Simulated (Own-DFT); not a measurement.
# One host, several defects: diamond germanium

Source: density functional calculations with Own-DFT, an unreviewed in-house program that is no longer used. Nothing was measured or relaxed, and spin and spin-orbit coupling are left out.

Settings: PBE; PseudoDojo norm-conserving scalar-relativistic files; cutoff 42 hartree; 3 x 3 x 6 k mesh centred on Gamma; Fermi-Dirac smearing of 0.1 eV.

Known weak points (not all hold for every row): not probed for a lower state with spin; smearing too wide for converged forces on cells of this kind; forces on such cells failed a check on a denser k mesh; stress not checked against mesh or cutoff.

All runs share one cell, with vectors in Å (11.316, 0.000, 0.000); (0.000, 11.316, 0.000); (0.000, 0.000, 5.658) and a volume of 724.5 Å³. The atoms are randomly displaced, by u rms on each axis. The defect's site can differ from row to row.

```
cell,formula,u (Å),P (GPa)
no defect,Ge32,0.0189,3.86
no defect,Ge32,0.0516,4.32
no defect,Ge32,0.0517,4.45
one added Ge,Ge33,0.0289,7.71
one added Ge,Ge33,0.0453,7.71
one added Ge,Ge33,0.0543,7.98
one Ge vacancy,Ge31,0.0263,3.42
one Ge vacancy,Ge31,0.0313,?
one Ge vacancy,Ge31,0.0521,3.97
one Ge vacancy,Ge31,0.0538,3.76
```

## Working it out

P = P0 + c u² + a shift for each defect gives P0 = 3.85 GPa, c = 191 ± 40 GPa/Å² and a scatter of 0.12 GPa. The shifts, and each times the cell's volume:

- one added Ge: 3.58 ± 0.10 GPa, 16.2 eV
- one Ge vacancy: -0.53 ± 0.10 GPa, -2.4 eV

Against the defect-free cell, a freed cell would be larger where the shift is positive and smaller where it is negative (160.2 GPa Å³ is 1 eV). The atoms around the defects weren't relaxed, which would change these numbers.

## Prediction

Asked: what pressure belongs in the blank (one Ge vacancy, u = 0.0313 Å)?

Estimate: 3.50 ± 0.14 GPa. DFT gave 3.65 GPa.
